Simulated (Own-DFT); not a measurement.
# Run time against the size of the problem

Wall times of single-point runs (energy, forces and, in most, stress) with one build of Own-DFT, an in-house plane-wave density functional program, since retired. Each ran alone on one NVIDIA H200 card, with norm-conserving files, no spin and no use of crystal symmetry. The k points are those left after time reversal, where it was used. Plane waves for each k point are estimated as V (2 E)^(3/2) / (6 π²) in atomic units.

```
cell,atoms,valence electrons,cutoff (hartree),volume (Å³),k mesh,k points,plane waves,time (s)
Ga4P4,8,72,42,162,5x5x5,63,14200,96
In30P34,64,560,36,1617,3x3x3,14,112600,1193
In32P30,62,566,36,1617,3x3x3,14,112600,1167
Ga32P30,62,566,42,1295,3x3x3,14,113600,1056
Ga24In8P32,64,576,42,1398,3x3x3,14,122600,1122
In48P48,96,864,36,2400,2x3x3,10,167100,2224
Ga47P49,96,856,42,1943,2x3x3,10,170500,2097
Ga48P48,96,864,42,1943,2x3x3,10,170500,1963
As32GaIn31,64,896,42,1779,3x3x3,14,156100,2172
As34In30,64,900,42,1779,3x3x3,14,156100,2299
Ga31InP32,64,576,42,1295,3x3x3,14,113600,?
```

## Worked fit

Take the size N = k points x plane waves x valence electrons. A line through log(time) against log(N) has a slope of 0.95 ± 0.04 and a scatter of a factor 1.12. Part of the scatter may come from the number of self-consistent steps, which isn't shown. Times belong to this build alone.

## Withheld run

Question: how long should the last run take? Its N is 9.16e+08.

The line gives about 1189 s. It took 936 s.
